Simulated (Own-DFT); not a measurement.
GaP (zincblende, atoms displaced) (calculated)

All values are calculated (Own-DFT development build). A calculation, not a measurement: plane-wave PBE density functional theory by an unreviewed code, no spin, of a simulated periodic cell, stress positive in tension, free energy of the whole cell less one offset for each atom, forces on such cells passed a denser k mesh, this cell's mesh not checked; offsets are fitted by least squares, one for each functional and potential file, so energies compare only between cells with the same atoms and settings and are not formation energies; the far tail of each file's local potential was reset to the Coulomb form; each entry is a single point on an unrelaxed cell, so the pressure reflects the starting lattice, mostly measured values (interpolated for alloys), from which strain is counted, and rises with the displacements; printed positions are rounded, which can move forces by about a meV/angstrom; the program, named Own-DFT, is a retired in-house code; no spin-orbit coupling.

Common to all runs: functional PBE; potential files PseudoDojo norm-conserving, scalar-relativistic, standard set; wave cutoff 42 hartree; occupations Fermi-Dirac; smearing width 0.1 eV; k mesh 2 x 3 x 3 centred on Gamma.

(1) GaP (zincblende, atoms displaced)

```
cell vectors (Å)
  16.3515     0.0000     0.0000
   0.0000    10.9010     0.0000
   0.0000     0.0000    10.9010
atoms (fractions of the cell vectors)
Ga  0.00456  0.99961  0.00712
Ga  0.99593  0.25087  0.25380
Ga  0.16287  0.99865  0.25193
Ga  0.16950  0.25084  0.00139
P   0.08309  0.12675  0.13113
P   0.07747  0.37464  0.37208
P   0.25083  0.11529  0.38316
P   0.25464  0.36933  0.12456
Ga  0.99964  0.00793  0.50515
Ga  0.99697  0.24955  0.74482
Ga  0.16436  0.00588  0.74542
Ga  0.17035  0.24960  0.49828
P   0.07890  0.13028  0.62565
P   0.08177  0.37339  0.88100
P   0.25126  0.12638  0.88736
P   0.25203  0.37247  0.62270
Ga  0.99517  0.50341  0.00721
Ga  0.99697  0.75729  0.25477
Ga  0.15909  0.50705  0.24487
Ga  0.16766  0.75190  0.00706
P   0.08766  0.62636  0.12367
P   0.08549  0.87565  0.37001
P   0.24573  0.62527  0.36421
P   0.24625  0.87011  0.11820
Ga  0.99632  0.49566  0.49334
Ga  0.99965  0.75165  0.74900
Ga  0.17106  0.50900  0.75046
Ga  0.16415  0.74425  0.50081
P   0.08072  0.62189  0.62881
P   0.08277  0.86798  0.87345
P   0.24951  0.62662  0.87484
P   0.24995  0.87320  0.62548
Ga  0.33565  0.99366  0.00040
Ga  0.33755  0.25434  0.25511
Ga  0.50034  0.99553  0.24775
Ga  0.49835  0.24196  0.99803
P   0.41468  0.13024  0.11960
P   0.41747  0.37475  0.37231
P   0.58088  0.12781  0.37333
P   0.57949  0.37860  0.11891
Ga  0.33195  0.00365  0.49347
Ga  0.32954  0.25077  0.75675
Ga  0.49739  0.99396  0.74906
Ga  0.49436  0.25048  0.50045
P   0.41439  0.12208  0.62367
P   0.41940  0.37553  0.87035
P   0.58665  0.12727  0.87869
P   0.57674  0.37581  0.62688
Ga  0.33646  0.49847  0.00485
Ga  0.32760  0.74924  0.24317
Ga  0.50123  0.49959  0.25740
Ga  0.50035  0.74693  0.00376
P   0.41605  0.61957  0.13143
P   0.41685  0.87769  0.37352
P   0.58555  0.62358  0.37198
P   0.58199  0.87418  0.12112
Ga  0.33224  0.49870  0.49541
Ga  0.32784  0.74434  0.75433
Ga  0.50339  0.50209  0.74327
Ga  0.49252  0.74778  0.50649
P   0.41643  0.62416  0.62014
P   0.41120  0.87769  0.87510
P   0.58019  0.63255  0.87316
P   0.58443  0.87523  0.62656
Ga  0.66759  0.01095  0.99570
Ga  0.66985  0.25178  0.24437
Ga  0.83462  0.99900  0.25421
Ga  0.83543  0.24811  0.00250
P   0.75062  0.12865  0.12855
P   0.74353  0.37687  0.37450
P   0.91603  0.12298  0.36400
P   0.91293  0.37096  0.12339
Ga  0.66320  0.00008  0.49603
Ga  0.67066  0.25171  0.75460
Ga  0.83165  0.99162  0.74600
Ga  0.83450  0.25005  0.50386
P   0.74897  0.12931  0.62527
P   0.75122  0.37602  0.87159
P   0.91688  0.12350  0.87520
P   0.91913  0.38052  0.62789
Ga  0.67562  0.50062  0.00330
Ga  0.67253  0.75024  0.24537
Ga  0.83320  0.49139  0.25004
Ga  0.82895  0.75289  0.99745
P   0.74957  0.62703  0.13125
P   0.74827  0.88345  0.38132
P   0.91954  0.62038  0.37152
P   0.91339  0.87767  0.12673
Ga  0.66782  0.50130  0.49340
Ga  0.66861  0.74606  0.75172
Ga  0.83858  0.50266  0.74787
Ga  0.83283  0.74508  0.50264
P   0.75470  0.61980  0.62859
P   0.75031  0.87413  0.87861
P   0.91403  0.62896  0.87733
P   0.91502  0.87486  0.62293
```

- free energy of cell above offsets: -50.209 eV
- pressure: 3.24 GPa
- stress xx: -3.2 GPa
- stress yy: -3.32 GPa
- stress zz: -3.21 GPa
- stress yz: -0.24 GPa
- stress xz: 0.04 GPa
- stress xy: -0.08 GPa

Force:
```tsv
element	x (eV/Å)	y (eV/Å)	z (eV/Å)
Ga	-0.418	-0.122	-0.681
Ga	0.365	0.045	-0.839
Ga	0.927	0.252	-0.48
Ga	-0.68	0.126	0.397
P	0.225	0.427	-0.245
P	1.259	-0.137	0.119
P	-0.888	1.614	-1.976
P	-0.918	0.826	0.62
Ga	-0.188	-0.793	-1.042
Ga	0.212	0.356	1.295
Ga	0.406	-0.421	0.743
Ga	-0.802	0.115	-0.053
P	1.002	0.112	-0.311
P	0.082	0.472	-0.598
P	-0.374	-0.696	-1.312
P	-0.381	0.546	0.321
Ga	0.6	-0.103	-0.505
Ga	0.392	-0.47	-0.684
Ga	1.186	-1.753	0.495
Ga	-0.652	-0.699	-1.724
P	-2.094	0.759	-0.295
P	-0.812	-0.149	1.521
P	0.223	-0.314	1.183
P	0.834	1.594	1.149
Ga	0.693	0.424	0.832
Ga	-0.347	-0.206	0.053
Ga	-0.811	-1.342	-0.055
Ga	0.186	0.355	-0.025
P	-0.118	-0.105	-0.726
P	0.345	0.954	0.413
P	0.17	-0.445	1.384
P	-0.232	0.21	-0.361
Ga	-0.64	0.726	0.555
Ga	-0.839	-1.011	-0.376
Ga	-0.08	0.713	-0.191
Ga	0.355	1.122	-0.3
P	-0.038	-1.16	1.033
P	0.026	0.365	0.72
P	0.155	0.093	-0.231
P	0.609	-0.298	0.265
Ga	0.998	-1.488	1.479
Ga	0.59	-0.275	-0.269
Ga	0.389	0.612	0.179
Ga	0.483	-0.275	0.147
P	-0.196	0.24	0.512
P	-0.137	0.17	0.25
P	-0.902	-0.084	-1.24
P	1.778	-0.624	-0.816
Ga	-0.105	-0.237	-0.743
Ga	0.798	0.249	0.424
Ga	0.287	-0.117	-0.736
Ga	-0.833	0.289	-0.17
P	0.248	0.638	-0.202
P	-0.615	-0.639	-0.224
P	-0.3	1.095	0.487
P	0.904	0.276	0.118
Ga	-0.163	0.287	-0.285
Ga	0.88	0.694	-0.797
Ga	-0.734	0.49	0.882
Ga	1.49	0.776	-1.117
P	-1.128	-0.511	1.04
P	0.996	-1.237	-0.254
P	0.773	-1.098	0.214
P	-0.133	-0.489	-0.175
Ga	0.245	-1.106	0.891
Ga	-1.453	0.278	0.195
Ga	-0.885	-0.158	-0.532
Ga	-0.576	-0.26	-0.858
P	0.457	-0.694	-0.357
P	1.486	-0.698	0.071
P	-0.005	0.427	2.014
P	0.648	0.415	0.402
Ga	-0.397	0.834	0.671
Ga	-1.031	0.159	-0.586
Ga	-0.049	0.915	0.489
Ga	-0.074	0.246	-0.606
P	0.024	-0.806	-0.062
P	0.851	0.281	0.487
P	0.013	-0.441	-0.103
P	-0.405	-0.623	-0.673
Ga	-1.51	0.081	-0.47
Ga	-1.271	0.95	0.914
Ga	-0.269	0.55	0.257
Ga	0.562	-0.364	0.801
P	1.263	-0.52	-0.71
P	0.623	-1.317	-0.617
P	-0.963	0.49	-0.015
P	0.238	-0.376	-0.363
Ga	-0.736	0.085	1.28
Ga	-0.085	0.378	-0.188
Ga	-0.36	-0.301	0.763
Ga	0.096	0.258	-0.593
P	-0.98	0.249	-0.499
P	-0.683	0.541	-0.584
P	0.396	-0.03	0.03
P	0.523	-0.17	-0.242
```

(2) GaP (zincblende, atoms displaced)

```
cell vectors (Å)
  16.3515     0.0000     0.0000
   0.0000    10.9010     0.0000
   0.0000     0.0000    10.9010
atoms (fractions of the cell vectors)
Ga  0.99990  0.99506  0.99511
Ga  0.99947  0.24508  0.25252
Ga  0.17037  0.00037  0.24704
Ga  0.16645  0.25111  0.00005
P   0.07862  0.12231  0.11863
P   0.08101  0.37495  0.37473
P   0.24559  0.11840  0.38296
P   0.24482  0.37350  0.11992
Ga  0.00006  0.99838  0.50058
Ga  0.99950  0.24589  0.74790
Ga  0.16802  0.99739  0.75000
Ga  0.16214  0.23280  0.49917
P   0.08540  0.12779  0.61798
P   0.08441  0.37897  0.87449
P   0.24887  0.12927  0.87823
P   0.24626  0.37675  0.63093
Ga  0.00095  0.50247  0.99230
Ga  0.00384  0.75932  0.24968
Ga  0.16491  0.50294  0.25006
Ga  0.16841  0.74739  0.99977
P   0.08119  0.62472  0.12819
P   0.08188  0.87557  0.37503
P   0.24765  0.62631  0.36476
P   0.24597  0.88108  0.12192
Ga  0.99730  0.49812  0.49818
Ga  0.00087  0.74102  0.74274
Ga  0.16628  0.50072  0.74818
Ga  0.17134  0.73994  0.49815
P   0.08478  0.61903  0.62969
P   0.08982  0.88049  0.87265
P   0.25014  0.62317  0.87097
P   0.24984  0.87202  0.63067
Ga  0.33130  0.99146  0.99904
Ga  0.33508  0.25325  0.25773
Ga  0.49943  0.00144  0.24737
Ga  0.50117  0.24537  0.99643
P   0.41624  0.12727  0.12407
P   0.42183  0.37204  0.37790
P   0.58113  0.13314  0.36968
P   0.58341  0.37007  0.12374
Ga  0.33580  0.99914  0.51086
Ga  0.33349  0.24789  0.74657
Ga  0.50159  0.00438  0.75575
Ga  0.50020  0.25078  0.49821
P   0.41993  0.12414  0.62282
P   0.41821  0.37697  0.87186
P   0.58384  0.12059  0.87781
P   0.57096  0.37857  0.62355
Ga  0.33462  0.49839  0.98348
Ga  0.33491  0.74900  0.24752
Ga  0.49702  0.49850  0.25011
Ga  0.49899  0.74898  0.00076
P   0.41366  0.61785  0.12917
P   0.41976  0.87893  0.37012
P   0.58240  0.63848  0.37118
P   0.58650  0.87531  0.11545
Ga  0.33724  0.50072  0.50292
Ga  0.33418  0.74838  0.75918
Ga  0.49694  0.49962  0.75347
Ga  0.50479  0.75977  0.50016
P   0.41918  0.62565  0.62991
P   0.41745  0.87146  0.88549
P   0.58497  0.62854  0.87960
P   0.58553  0.88002  0.63135
Ga  0.66472  0.00549  0.00081
Ga  0.67055  0.25538  0.25307
Ga  0.83225  0.00805  0.24467
Ga  0.83711  0.25011  0.99865
P   0.75136  0.12683  0.12288
P   0.74758  0.38161  0.36578
P   0.91902  0.12963  0.37386
P   0.91436  0.37936  0.11842
Ga  0.66987  0.00138  0.50175
Ga  0.66726  0.25168  0.75624
Ga  0.83345  0.99947  0.75866
Ga  0.83345  0.25683  0.50910
P   0.74990  0.11796  0.62329
P   0.74876  0.37406  0.87184
P   0.91612  0.12634  0.88001
P   0.91727  0.37819  0.62547
Ga  0.67072  0.49779  0.00283
Ga  0.66939  0.74954  0.25710
Ga  0.83371  0.49926  0.24820
Ga  0.83949  0.74612  0.99991
P   0.75385  0.61957  0.11572
P   0.75044  0.87843  0.37575
P   0.91963  0.63094  0.37703
P   0.91627  0.86630  0.11835
Ga  0.65995  0.49494  0.49728
Ga  0.66754  0.74237  0.74825
Ga  0.82944  0.49842  0.75255
Ga  0.83597  0.74663  0.50463
P   0.74942  0.62210  0.63024
P   0.74724  0.87004  0.87339
P   0.91527  0.62873  0.87972
P   0.91770  0.87561  0.62297
```

* free energy of cell above offsets: -50.063 eV
* pressure: 3.28 GPa
* stress xx: -3.3 GPa
* stress yy: -3.27 GPa
* stress zz: -3.26 GPa
* stress yz: -0.49 GPa
* stress xz: 0.48 GPa
* stress xy: -0.31 GPa

Force:
```tsv
element	x (eV/Å)	y (eV/Å)	z (eV/Å)
Ga	-0.027	-0.217	0.148
Ga	0.202	0.928	-1.046
Ga	-1.35	0.334	0.282
Ga	-0.793	-0.296	-0.028
P	0.717	0.151	0.619
P	0.493	-0.325	0.069
P	1.571	0.131	-0.724
P	1.26	0.601	0.77
Ga	-0.046	0.28	-0.309
Ga	0.266	0.412	0.169
Ga	0.27	1.094	-0.325
Ga	0.948	2.887	-0.746
P	-1.505	-1.69	2.034
P	-0.195	-0.664	-0.318
P	0.505	-0.68	-0.587
P	0.584	-0.774	-1.361
Ga	-0.121	-0.02	0.744
Ga	-0.58	-0.715	-0.185
Ga	-0.248	-0.825	-0.407
Ga	-0.379	-0.021	0.11
P	0.112	0.256	-0.618
P	1.187	0.194	0.389
P	1.181	-0.439	0.918
P	0.847	-1.348	0.299
Ga	0.509	0.292	0.028
Ga	-0.092	1.131	0.828
Ga	0.05	-0.238	0.584
Ga	-0.82	0.821	0.36
P	-0.132	0.142	-1.345
P	-1.27	-1.351	0.058
P	-0.39	0.181	0.37
P	0.426	-0.344	-0.429
Ga	0.107	1.368	0.189
Ga	-0.815	-0.349	-0.608
Ga	0.64	0.123	-0.635
Ga	-0.319	0.454	0.334
P	-0.514	-0.278	-0.042
P	-1.078	0.683	-0.015
P	0.812	-0.878	0.505
P	0.057	0.561	0.035
Ga	-0.362	-0.566	-0.854
Ga	-0.101	0.232	0.235
Ga	-0.509	-0.763	-0.221
Ga	0.097	-0.651	0.074
P	-0.092	0.24	0.609
P	0.014	-1.267	0.056
P	0.098	0.994	-0.404
P	1.934	-0.473	0.474
Ga	-0.525	-0.083	1.629
Ga	-0.316	0.719	-0.099
Ga	0.971	0.107	-0.041
Ga	0.302	-0.564	0.794
P	0.059	0.325	-1.13
P	-0.756	-0.29	0.745
P	-0.357	-1.7	0.445
P	-0.388	-0.241	1.464
Ga	-0.666	-0.058	-0.143
Ga	0.291	0.281	-0.71
Ga	0.644	0.903	0.275
Ga	-0.616	-0.093	0.403
P	-0.192	0.832	-0.577
P	-0.055	0.474	-1.251
P	-0.266	-0.911	-0.296
P	0.054	-0.191	-0.219
Ga	0.975	-0.735	-0.081
Ga	-0.687	-0.743	-0.819
Ga	0.667	-0.884	0.421
Ga	-0.832	0.384	0.169
P	-0.433	0.492	-0.233
P	0.659	-0.144	1.75
P	-1.014	-0.552	0.713
P	0.903	-0.36	0.643
Ga	-1.119	-0.011	-0.721
Ga	-0.713	-0.426	-1.288
Ga	-0.091	-0.36	-0.501
Ga	-0.496	-0.513	-1.065
P	0.468	1.31	0.881
P	0.387	-0.193	0.724
P	0.472	-0.367	-0.803
P	-0.146	0.022	0.688
Ga	-0.972	-0.205	-0.328
Ga	0.481	0.438	-1.644
Ga	0.48	0.706	-0.081
Ga	-1.756	0.487	-0.209
P	-0.152	0.919	1.336
P	0.653	-0.233	0.016
P	-0.319	-0.451	-0.618
P	0.321	1.53	1.008
Ga	0.161	0.731	0.064
Ga	-0.387	0.705	0.276
Ga	0.812	0.255	0.048
Ga	-0.607	0.307	-0.234
P	-0.115	-0.371	-1.239
P	0.499	0.314	0.615
P	0.641	-0.909	-1.619
P	-0.068	0.027	0.759
```

(3) GaP (zincblende, atoms displaced)

```
cell vectors (Å)
  16.3515     0.0000     0.0000
   0.0000    10.9010     0.0000
   0.0000     0.0000    10.9010
atoms (fractions of the cell vectors)
Ga  0.99973  0.99329  0.99991
Ga  0.99650  0.25424  0.24947
Ga  0.16786  0.99420  0.25589
Ga  0.16665  0.25180  0.99667
P   0.08208  0.12867  0.12814
P   0.08206  0.37105  0.37596
P   0.25162  0.12070  0.37641
P   0.24689  0.37751  0.11949
Ga  0.00176  0.99818  0.49847
Ga  0.99820  0.24465  0.74961
Ga  0.17170  0.00620  0.74424
Ga  0.16825  0.25077  0.50342
P   0.07817  0.12839  0.62814
P   0.08456  0.36817  0.87137
P   0.25551  0.12304  0.86643
P   0.25195  0.37513  0.63257
Ga  0.00486  0.49562  0.00371
Ga  0.00297  0.75685  0.25210
Ga  0.16324  0.49932  0.25355
Ga  0.16377  0.75017  0.00517
P   0.08140  0.62797  0.12269
P   0.08548  0.88201  0.37809
P   0.25167  0.63316  0.37673
P   0.25066  0.86612  0.12725
Ga  0.00754  0.49181  0.49464
Ga  0.00115  0.73467  0.75831
Ga  0.16740  0.50067  0.75318
Ga  0.16992  0.74811  0.49646
P   0.08723  0.62719  0.62989
P   0.08723  0.87310  0.87945
P   0.24968  0.62153  0.86847
P   0.25240  0.86860  0.62880
Ga  0.33352  0.00423  0.00269
Ga  0.33379  0.24341  0.25010
Ga  0.49983  0.00181  0.24558
Ga  0.50221  0.25000  0.00275
P   0.42087  0.11235  0.11846
P   0.41948  0.37383  0.36689
P   0.58080  0.12913  0.37804
P   0.58452  0.37331  0.12456
Ga  0.32738  0.99254  0.50422
Ga  0.33210  0.25367  0.75261
Ga  0.49792  0.00336  0.75821
Ga  0.50258  0.25017  0.50825
P   0.41745  0.12525  0.62968
P   0.41229  0.37842  0.87440
P   0.58453  0.12757  0.87724
P   0.58300  0.37598  0.62508
Ga  0.33601  0.50059  0.01072
Ga  0.33795  0.74768  0.24497
Ga  0.50292  0.49808  0.24738
Ga  0.50555  0.74694  0.00207
P   0.41999  0.61874  0.11881
P   0.41829  0.88013  0.37147
P   0.58017  0.62763  0.37556
P   0.58170  0.88015  0.12334
Ga  0.33613  0.49451  0.50506
Ga  0.33950  0.73959  0.74665
Ga  0.50312  0.50542  0.75236
Ga  0.49517  0.74697  0.50469
P   0.41861  0.62620  0.62754
P   0.41742  0.88263  0.87619
P   0.58600  0.62969  0.88342
P   0.58861  0.87987  0.62733
Ga  0.67072  0.00714  0.00041
Ga  0.66383  0.25262  0.25470
Ga  0.83131  0.00678  0.24705
Ga  0.82956  0.25103  0.99988
P   0.75285  0.12535  0.12714
P   0.74632  0.37658  0.37618
P   0.91504  0.12180  0.36752
P   0.91340  0.38497  0.13023
Ga  0.66698  0.99406  0.50316
Ga  0.66675  0.25466  0.75643
Ga  0.83346  0.00828  0.74873
Ga  0.83309  0.24201  0.51027
P   0.75453  0.12744  0.62410
P   0.74774  0.36443  0.86320
P   0.91641  0.12313  0.86902
P   0.91848  0.38348  0.62125
Ga  0.66363  0.50307  0.00421
Ga  0.66871  0.74178  0.24977
Ga  0.82728  0.50001  0.25730
Ga  0.83271  0.74405  0.99315
P   0.74260  0.62132  0.12599
P   0.74593  0.88026  0.37431
P   0.91001  0.62147  0.38023
P   0.91995  0.87504  0.11497
Ga  0.66159  0.50066  0.50464
Ga  0.66553  0.74699  0.74670
Ga  0.83469  0.50466  0.75343
Ga  0.83489  0.75195  0.50397
P   0.75152  0.62659  0.61963
P   0.75043  0.87013  0.87509
P   0.91815  0.62793  0.87731
P   0.91168  0.87852  0.62731
```

* free energy of cell above offsets: -49.443 eV
* pressure: 3.35 GPa
* stress xx: -3.44 GPa
* stress yy: -3.25 GPa
* stress zz: -3.37 GPa
* stress yz: -0.12 GPa
* stress xz: 0.43 GPa
* stress xy: -0.74 GPa

Force:
```tsv
element	x (eV/Å)	y (eV/Å)	z (eV/Å)
Ga	0.706	1.206	-0.643
Ga	-0.118	-0.273	-0.195
Ga	0.247	0.77	-1.035
Ga	0.227	-0.882	-0.001
P	0.312	-0.495	-0.308
P	0.927	-0.489	-0.574
P	-0.368	0.368	0.238
P	0.365	-0.416	1.123
Ga	-0.983	0.318	0.387
Ga	-0.561	1.194	-0.027
Ga	-0.794	-0.789	0.216
Ga	-0.003	-0.233	0.029
P	1.207	-0.625	-0.784
P	-0.458	0.584	0.042
P	-0.831	0.316	1.335
P	-0.532	0.123	-0.875
Ga	-0.59	-0.027	-0.455
Ga	-0.926	-0.457	0.085
Ga	0.481	0.432	-0.239
Ga	0.89	-0.357	-0.748
P	0.226	-0.409	0.916
P	-0.129	-1.234	0.244
P	0.48	-1.575	-0.462
P	0.06	1.011	-0.254
Ga	-1.026	1.582	0.903
Ga	0.391	2.147	-0.922
Ga	-0.249	-0.404	-0.228
Ga	-0.567	0.681	0.744
P	-0.297	-0.571	-1.032
P	-0.283	0.398	-1.018
P	0.578	0.568	1.529
P	-0.411	-0.153	0.014
Ga	-0.731	-1.042	-0.467
Ga	0.117	0.22	-0.702
Ga	0.619	-0.234	0.92
Ga	-0.644	0.209	-0.544
P	-0.578	1.964	0.544
P	-0.304	-0.243	1.008
P	0.351	-0.719	-0.045
P	-0.115	0.003	0.034
Ga	1.207	0.48	-0.214
Ga	0.877	-0.312	-0.305
Ga	0.779	0.043	-0.746
Ga	-0.856	-0.061	-0.661
P	-0.472	0.007	-0.411
P	1.101	-0.043	0.465
P	0.136	-0.005	-0.106
P	0.047	0.096	0.886
Ga	-0.994	-0.251	-1.527
Ga	0.297	0.001	0.384
Ga	-0.062	0.2	0.126
Ga	-1.087	1.18	-0.006
P	0.451	0.957	0.954
P	-0.375	-0.549	0.526
P	0.092	-0.247	0.186
P	1.041	-0.522	0.285
Ga	-0.135	0.282	-0.755
Ga	-0.827	1.378	1.249
Ga	-0.156	-0.403	0.479
Ga	0.916	1.266	-0.672
P	0.304	-1.175	-0.465
P	-0.267	-1.702	0.309
P	-0.006	-0.58	-1.342
P	-1.753	-0.675	0.482
Ga	-0.239	-0.84	-0.097
Ga	0.432	-0.376	-0.162
Ga	0.468	-1.526	-0.011
Ga	0.836	0.101	-0.169
P	-1.008	0.858	-0.141
P	0.123	-0.595	0.895
P	0.437	0.529	1.155
P	-0.033	-0.632	-0.643
Ga	0.162	1.387	-0.454
Ga	-1.187	-1.562	-1.896
Ga	-0.413	-1.092	0.312
Ga	1.034	1.531	-1.673
P	-2.163	-0.673	0.765
P	1.383	2.617	2.199
P	0.134	0.267	1.461
P	-0.09	-0.915	0.503
Ga	0.393	-1.194	-0.837
Ga	-0.977	1.536	0.404
Ga	0.019	0.317	-0.395
Ga	-0.293	0.522	1.075
P	1.882	0.071	-0.326
P	0.983	-0.914	-0.478
P	1.573	0.475	-0.406
P	-1.405	-0.616	1.447
Ga	0.596	0.308	-0.679
Ga	0.563	0.152	0.185
Ga	-0.207	-0.329	-0.52
Ga	-0.467	0.55	-0.592
P	-0.533	-0.397	0.765
P	-0.145	0.807	-0.378
P	-0.252	-1.727	0.617
P	1.449	-0.471	0.201
```
